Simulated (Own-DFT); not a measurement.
## Calculated data, Al3GaN4 (wurtzite random alloy, strained, atoms displaced)

A calculation, not a measurement: plane-wave PBE density functional theory by an unreviewed code, no spin, of a simulated periodic cell, stress positive in tension, free energy of the whole cell less one offset for each atom, forces on such cells passed a denser k mesh, this cell's mesh not checked; offsets are fitted by least squares, one for each functional and potential file, so energies compare only between cells with the same atoms and settings and are not formation energies; the far tail of each file's local potential was reset to the Coulomb form; each entry is a single point on an unrelaxed cell, so the pressure reflects the starting lattice, mostly measured values, from which strain is counted, and rises with the displacements; printed positions are rounded, which can move forces by about a meV/angstrom; the program is a retired in-house code; no spin-orbit coupling. Program: Own-DFT development build.

Settings shared by all entries: functional PBE; potential files PseudoDojo norm-conserving, scalar-relativistic, standard set; wave cutoff 42 hartree; occupations Fermi-Dirac; smearing width 0.1 eV; k mesh 4 x 4 x 3 centred on Gamma.

(1) Al3GaN4 (wurtzite random alloy, strained, atoms displaced)

```
cell vectors (Å)
   9.6286     0.0000     0.0000
  -4.8143     8.3386     0.0000
   0.0000     0.0000    10.0655
atoms (fractions of the cell vectors)
Al  0.11225  0.21969  0.99519
Al  0.22282  0.11592  0.25665
N   0.10295  0.21075  0.19048
N   0.22571  0.10701  0.44440
Al  0.10558  0.22593  0.49742
Al  0.21992  0.11167  0.75146
N   0.11029  0.23184  0.68857
N   0.22602  0.10968  0.94317
Al  0.10968  0.55184  0.00549
Al  0.22257  0.44025  0.24847
N   0.10268  0.54886  0.18752
N   0.21992  0.45193  0.43838
Al  0.10382  0.55106  0.50487
Al  0.22456  0.43622  0.75182
N   0.10474  0.55156  0.68955
N   0.22852  0.44589  0.93877
Al  0.11491  0.89522  0.99604
Al  0.21995  0.77381  0.25911
N   0.11318  0.89505  0.19086
N   0.21624  0.76742  0.43790
Al  0.10629  0.88161  0.50064
Al  0.22211  0.77886  0.75216
N   0.10370  0.88237  0.68755
N   0.22215  0.77246  0.94337
Al  0.44743  0.22537  0.00182
Ga  0.54936  0.11166  0.24720
N   0.44866  0.23295  0.19466
N   0.55054  0.11720  0.43539
Al  0.44577  0.22685  0.50684
Al  0.55685  0.10402  0.74920
N   0.44418  0.22251  0.68814
N   0.56704  0.11863  0.94073
Al  0.45272  0.56521  0.99679
Ga  0.55678  0.44649  0.24336
N   0.44595  0.55581  0.19104
N   0.56200  0.44246  0.45089
Ga  0.44409  0.55317  0.48650
Ga  0.56660  0.44347  0.74050
N   0.45183  0.56192  0.68400
N   0.55339  0.44850  0.93861
Ga  0.43899  0.89810  0.00126
Al  0.55454  0.78097  0.24758
N   0.44833  0.89761  0.19026
N   0.54963  0.77494  0.43431
Ga  0.44292  0.88656  0.49217
Ga  0.56058  0.78024  0.75398
N   0.45027  0.88700  0.68850
N   0.55892  0.77033  0.94247
Ga  0.76434  0.21911  0.00468
Al  0.89232  0.11852  0.25467
N   0.76764  0.22343  0.18783
N   0.89366  0.10727  0.44644
Al  0.77644  0.22113  0.50103
Al  0.89474  0.11642  0.74864
N   0.77752  0.22882  0.69682
N   0.89005  0.11105  0.93295
Al  0.77189  0.55058  0.00096
Al  0.87804  0.43114  0.23937
N   0.78093  0.55517  0.19267
N   0.88727  0.43818  0.44345
Al  0.78380  0.55393  0.49072
Al  0.88910  0.44900  0.74487
N   0.77465  0.54500  0.69002
N   0.89007  0.44282  0.93928
Al  0.78429  0.89209  0.99966
Al  0.89366  0.76943  0.25065
N   0.78066  0.89123  0.18790
N   0.89380  0.78823  0.44843
Al  0.77675  0.88112  0.49936
Ga  0.88953  0.78248  0.74924
N   0.77308  0.89660  0.68250
N   0.89701  0.77556  0.93156
```

```
free energy of cell above offsets : -17.587 eV
pressure                          : -3.25 GPa
stress xx                         : 6.51 GPa
stress yy                         : 5.87 GPa
stress zz                         : -2.64 GPa
stress yz                         : -0.24 GPa
stress xz                         : -0.13 GPa
stress xy                         : -1.53 GPa
```

Force:
```tsv
element	x (eV/Å)	y (eV/Å)	z (eV/Å)
Al	-0.527	0.374	0.422
Al	0.294	-0.71	-0.428
N	0.386	1.639	-0.061
N	-0.893	0.648	0.228
Al	1.618	0.12	0.28
Al	0.377	0.08	-1.022
N	1.075	-1.7	0.065
N	-0.081	0.537	-0.611
Al	0.031	-0.192	-1.691
Al	-0.659	0.208	-0.405
N	0.654	0.214	1.272
N	-0.223	-1.656	-0.463
Al	0.557	0.122	-0.637
Al	-0.233	2.492	-0.559
N	0.868	0.726	0.699
N	-0.305	-0.335	0.874
Al	0.184	-1.413	0.79
Al	-0.324	0.175	-2.546
N	0.614	-0.694	0.191
N	-1.002	0.255	1.293
Al	0.772	1.174	-0.237
Al	0.391	-0.805	-0.576
N	1.712	1.489	0.468
N	-1.128	0.401	-0.554
Al	-0.241	0.582	-0.454
Ga	-0.156	0.466	0.675
N	-1.161	-1.916	-1.599
N	1.097	-0.071	1.693
Al	-0.025	-0.759	-1.358
Al	-0.23	1.01	-0.444
N	-0.022	-1.832	1.395
N	-3.987	-1.451	-1.319
Al	-0.464	-1.914	0.315
Ga	0.085	0.698	1.638
N	-1.222	0.642	-0.38
N	-0.023	0.188	-1.506
Ga	0.039	0.18	1.621
Ga	-2.482	0.066	0.837
N	-0.755	-1.326	0.621
N	0.858	-0.637	1.075
Ga	1.429	-1.022	-0.397
Al	0.706	0.16	-0.683
N	-0.454	-2.183	0.843
N	1.524	0.906	-0.477
Ga	-0.17	0.535	0.763
Ga	-0.18	-0.794	-0.794
N	-1.992	0.552	0.667
N	-0.038	2.19	0.822
Ga	3.683	1.55	-1.465
Al	-0.368	-1.502	-0.525
N	1.919	-0.784	1.749
N	-1.689	0.256	-0.865
Al	-0.301	-0.418	0.512
Al	-1.317	-0.057	-0.655
N	0.431	-1.017	-1.132
N	0.686	-0.35	1.216
Al	0.845	0.609	-1.139
Al	0.726	1.888	1.488
N	0.405	0.205	-0.418
N	-0.021	0.203	-1.267
Al	-0.608	0.158	1.446
Al	0.549	-0.756	1.109
N	1.511	2.201	-1.583
N	-0.525	0.821	0.437
Al	-0.086	-0.255	-0.357
Al	-0.98	1.934	-0.038
N	0.014	-0.207	0.827
N	0.584	-2.376	-1.664
Al	-1.387	0.881	-0.413
Ga	-0.914	-1.076	-1.453
N	1.433	0.454	0.775
N	-0.884	0.22	3.07
```

(2) Al3GaN4 (wurtzite random alloy, strained, atoms displaced)

```
cell vectors (Å)
   9.6286     0.0000     0.0000
  -4.8143     8.3386     0.0000
   0.0000     0.0000    10.0655
atoms (fractions of the cell vectors)
Al  0.11528  0.21832  0.00694
Al  0.22676  0.11366  0.24108
N   0.12249  0.23099  0.19220
N   0.22413  0.10739  0.44770
Al  0.10699  0.21502  0.50155
Al  0.22552  0.10992  0.73830
N   0.10443  0.21402  0.68557
N   0.22532  0.11556  0.94221
Al  0.11446  0.56048  0.00524
Al  0.22010  0.44298  0.24930
N   0.10949  0.55699  0.18097
N   0.23030  0.45213  0.43302
Ga  0.12042  0.56119  0.51129
Al  0.22835  0.46497  0.74601
N   0.11092  0.55491  0.69598
N   0.22808  0.45337  0.93724
Al  0.11818  0.87910  0.00655
Ga  0.21438  0.78404  0.25390
N   0.11574  0.88696  0.19425
N   0.21862  0.78450  0.44396
Ga  0.10559  0.89437  0.50832
Ga  0.21569  0.76814  0.75463
N   0.11483  0.89624  0.69066
N   0.22370  0.78225  0.94346
Al  0.44935  0.22083  0.99726
Al  0.55843  0.11199  0.24659
N   0.44596  0.22044  0.19165
N   0.55803  0.10987  0.43780
Al  0.44786  0.23336  0.49326
Ga  0.55469  0.11862  0.74421
N   0.45175  0.22736  0.68200
N   0.54403  0.10489  0.93994
Al  0.45892  0.56156  0.99742
Al  0.55141  0.44902  0.25031
N   0.44927  0.56170  0.19178
N   0.55570  0.43392  0.43430
Al  0.43716  0.54950  0.50088
Al  0.54932  0.44653  0.74140
N   0.44381  0.55376  0.68252
N   0.55319  0.44316  0.94155
Al  0.43968  0.87978  0.00548
Al  0.55478  0.78186  0.24495
N   0.44968  0.87908  0.19423
N   0.55453  0.77932  0.44502
Ga  0.43627  0.88625  0.49742
Ga  0.55453  0.77908  0.74351
N   0.43473  0.88069  0.68817
N   0.56102  0.78087  0.93753
Al  0.78047  0.22208  0.00217
Al  0.89348  0.11672  0.24738
N   0.78522  0.22235  0.18199
N   0.87849  0.09855  0.44027
Al  0.77462  0.22005  0.51479
Ga  0.88631  0.11266  0.74185
N   0.77341  0.22094  0.69621
N   0.88825  0.10634  0.93517
Al  0.79237  0.55748  0.99737
Al  0.90760  0.44943  0.25061
N   0.78136  0.55500  0.19125
N   0.89139  0.43919  0.44227
Al  0.78413  0.56439  0.50065
Al  0.89446  0.44653  0.74752
N   0.78612  0.55266  0.68856
N   0.89331  0.43614  0.93846
Al  0.77403  0.88766  0.00418
Al  0.88704  0.77389  0.25484
N   0.78083  0.88899  0.18360
N   0.88796  0.78306  0.44877
Ga  0.77141  0.88771  0.50258
Al  0.88868  0.77854  0.75132
N   0.77432  0.88891  0.69465
N   0.88883  0.77539  0.93476
```

```
free energy of cell above offsets : -16.592 eV
pressure                          : -2.68 GPa
stress xx                         : 5.56 GPa
stress yy                         : 6.38 GPa
stress zz                         : -3.89 GPa
stress yz                         : 0.5 GPa
stress xz                         : -0.52 GPa
stress xy                         : 1.02 GPa
```

Force:
```tsv
element	x (eV/Å)	y (eV/Å)	z (eV/Å)
Al	-0.765	0.707	-2.419
Al	0.26	-0.22	1.338
N	-0.688	-1.139	0.424
N	-0.652	1.992	-1.715
Al	-0.154	0.199	-1.07
Al	-0.466	1.061	1.642
N	1.068	1.838	0.072
N	0.576	-0.956	-0.111
Al	0.634	-0.983	-2.528
Al	0.576	1.573	-0.88
N	1.142	-0.048	2.436
N	-0.507	-1.43	1.204
Ga	-0.822	-0.249	-2.641
Al	1.643	-2.909	1.571
N	-0.528	-0.626	0.244
N	0.225	-0.086	0.461
Al	-2.588	1.955	-1.181
Ga	3.084	-1.544	0.595
N	-2.96	1.492	-0.927
N	-0.321	-1.157	0.034
Ga	0.845	-0.455	-1.308
Ga	-0.285	2.369	-0.325
N	-0.464	-1.317	2.027
N	0.901	-1.346	0.898
Al	-1.212	0.411	0.182
Al	0.541	-0.037	0.381
N	0.039	0.31	-0.25
N	-0.304	1.09	0.22
Al	0.92	-2.842	0.12
Ga	-0.002	-1.773	1.11
N	-1.887	0.65	0.097
N	1.495	-0.066	0.879
Al	-1.408	-0.439	0.21
Al	1.352	-0.452	-0.996
N	-0.365	-0.455	-0.31
N	-0.603	3.045	0.846
Al	1.186	1.137	-1.835
Al	1.589	-0.371	1.274
N	-0.47	-0.398	0.714
N	1.277	0.17	-0.836
Al	0.66	0.98	-0.918
Al	2.093	-1.086	1.645
N	-2.397	2.05	-0.936
N	-0.26	-1.746	-1.325
Ga	0.805	0.803	-0.173
Ga	-0.145	0.223	0.589
N	0.007	0.742	0.611
N	-0.693	-0.445	1.079
Al	0.122	-0.869	-1.94
Al	-0.089	-0.973	0.24
N	-0.41	0.334	1.895
N	0.465	2.959	-0.392
Al	-0.029	-0.199	-3.031
Ga	0.713	-0.494	1.589
N	0.404	1.454	-0.471
N	0.05	0.501	1.912
Al	-1.348	-0.504	0.007
Al	-2.472	-1.153	0.257
N	0.272	0.103	0.262
N	-0.247	0.443	0.249
Al	0.321	-1.469	-0.567
Al	-0.786	-0.902	0.809
N	-1.321	0.688	0.227
N	-0.44	1.276	0.011
Al	1.002	0.445	-2.22
Al	-0.303	0.304	-0.553
N	0.172	0.167	2.111
N	0.13	-1.425	-1.561
Ga	-0.151	-0.43	0.097
Al	0.073	0.214	-0.492
N	1.198	-0.72	-0.234
N	0.7	0.029	1.576
```
